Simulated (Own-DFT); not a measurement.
# Which defects push the lattice out? C40 NbSi2

No measurement is shown. These are fixed-geometry runs of a retired plane-wave code named Own-DFT, which no person has reviewed; spin and spin-orbit coupling are neglected.

Common settings: PBEsol; PseudoDojo norm-conserving scalar-relativistic files, made for PBE; cutoff 42 hartree; 4 x 4 x 5 k mesh centred on Gamma; cold (Marzari-Vanderbilt) smearing of 0.2 eV.

Keep in mind: forces on such cells failed a check on a denser k mesh; stress not checked against mesh or cutoff.

All runs share one cell, with vectors in Å (0.000, 8.324, 0.000); (-9.613, 0.000, 0.000); (0.000, 0.000, 6.586) and a volume of 527.0 Å³. Atoms were moved at random from their sites; u is the rms move along one axis. The defect's site can differ from row to row.

```
                    cell   formula   u (Å)  P (GPa)
               no defect  Nb12Si24  0.0220    -2.06
               no defect  Nb12Si24  0.0444    -1.38
               no defect  Nb12Si24  0.0459    -1.31
two Nb on a Si site each  Nb14Si22  0.0309     3.43
two Nb on a Si site each  Nb14Si22  0.0310     3.72
two Nb on a Si site each  Nb14Si22  0.0461     4.26
two Si on a Nb site each  Nb10Si26  0.0296    -1.74
two Si on a Nb site each  Nb10Si26  0.0307    -1.61
two Si on a Nb site each  Nb10Si26  0.0509    -1.12
          one Si vacancy  Nb12Si23  0.0308        ?
          one Si vacancy  Nb12Si23  0.0324    -2.59
          one Si vacancy  Nb12Si23  0.0500    -1.59
          one Si vacancy  Nb12Si23  0.0536    -1.82
        two Nb vacancies  Nb10Si24  0.0274    -3.49
        two Nb vacancies  Nb10Si24  0.0430    -3.35
        two Nb vacancies  Nb10Si24  0.0464    -2.43
```

## Working it out

P = P0 + c u² + a shift for each defect gives P0 = -2.30 GPa, c = 471 ± 86 GPa/Å² and a scatter of 0.23 GPa. The shifts, and each times the cell's volume:

- two Nb on a Si site each: 5.47 ± 0.19 GPa, 18.0 eV (9.0 eV for each of its 2 sites)
- two Si on a Nb site each: 0.12 ± 0.19 GPa, 0.4 eV (0.2 eV for each of its 2 sites) (not resolved)
- one Si vacancy: -0.71 ± 0.20 GPa, -2.3 eV
- two Nb vacancies: -1.54 ± 0.19 GPa, -5.1 eV (-2.5 eV for each of its 2 sites)

Positive is outwards. The product with the volume (160.2 GPa Å³ to the eV) is nearly free of the cell's size; divided by the bulk modulus at the cell's pressure it gives the volume that the defect adds. The atoms around the defects weren't relaxed, which would change these numbers.

## Prediction

Question: what pressure belongs in the blank (one Si vacancy, u = 0.0308 Å)?

From the fit: -2.57 ± 0.29 GPa. Computed: -2.65 GPa.
